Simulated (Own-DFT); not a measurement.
# Which defects push the lattice out? C11b WSi2

The numbers are computed, not measured, by runs of the plane-wave DFT program Own-DFT (in-house, retired, unreviewed) at fixed positions, with no spin and no spin-orbit coupling.

Common settings: PBE; PseudoDojo norm-conserving scalar-relativistic files; cutoff 50 hartree; 5 x 5 x 5 k mesh centred on Gamma; cold (Marzari-Vanderbilt) smearing of 0.2 eV.

Known weak points: forces on such cells failed a check on a denser k mesh; stress not checked against mesh or cutoff.

All runs share one cell, with vectors in Å (-2.148, -5.953, 3.409); (-6.444, 2.976, 1.136); (-2.553, -2.948, -6.757) and a volume of 403.2 Å³. u is the rms random offset of the atoms per axis. The defect's site can differ from row to row.

```
              cell  formula   u (Å)  P (GPa)
         no defect  Si20W10  0.0217     4.56
         no defect  Si20W10  0.0226     4.49
         no defect  Si20W10  0.0509     6.06
     one W vacancy   Si20W9  0.0261     3.50
     one W vacancy   Si20W9  0.0295     3.28
     one W vacancy   Si20W9  0.0484        ?
     one W vacancy   Si20W9  0.0514     5.05
one Si on a W site   Si21W9  0.0280     6.06
one Si on a W site   Si21W9  0.0465     6.62
one Si on a W site   Si21W9  0.0503     7.16
one W on a Si site  Si19W11  0.0297     9.87
one W on a Si site  Si19W11  0.0322    10.55
one W on a Si site  Si19W11  0.0570    12.59
    one Si vacancy  Si19W10  0.0287     3.39
    one Si vacancy  Si19W10  0.0304     3.55
    one Si vacancy  Si19W10  0.0503     5.07
```

## Working it out

P = P0 + c u² + a shift for each defect gives P0 = 4.01 GPa, c = 863 ± 74 GPa/Å² and a scatter of 0.26 GPa. The shifts, and each times the cell's volume:

- one W on a Si site: 5.51 ± 0.22 GPa, 13.9 eV
- one Si on a W site: 1.03 ± 0.22 GPa, 2.6 eV
- one Si vacancy: -1.24 ± 0.21 GPa, -3.1 eV
- one W vacancy: -1.28 ± 0.21 GPa, -3.2 eV

Against the defect-free cell, a freed cell would be larger where the shift is positive and smaller where it is negative (160.2 GPa Å³ is 1 eV). The atoms around the defects weren't relaxed, which would change these numbers.

## Prediction

Asked: what pressure belongs in the blank (one W vacancy, u = 0.0484 Å)?

From the fit: 4.76 ± 0.31 GPa. The run itself gave 3.71 GPa. That is outside the usual scatter, by luck or through something left out of the fit.
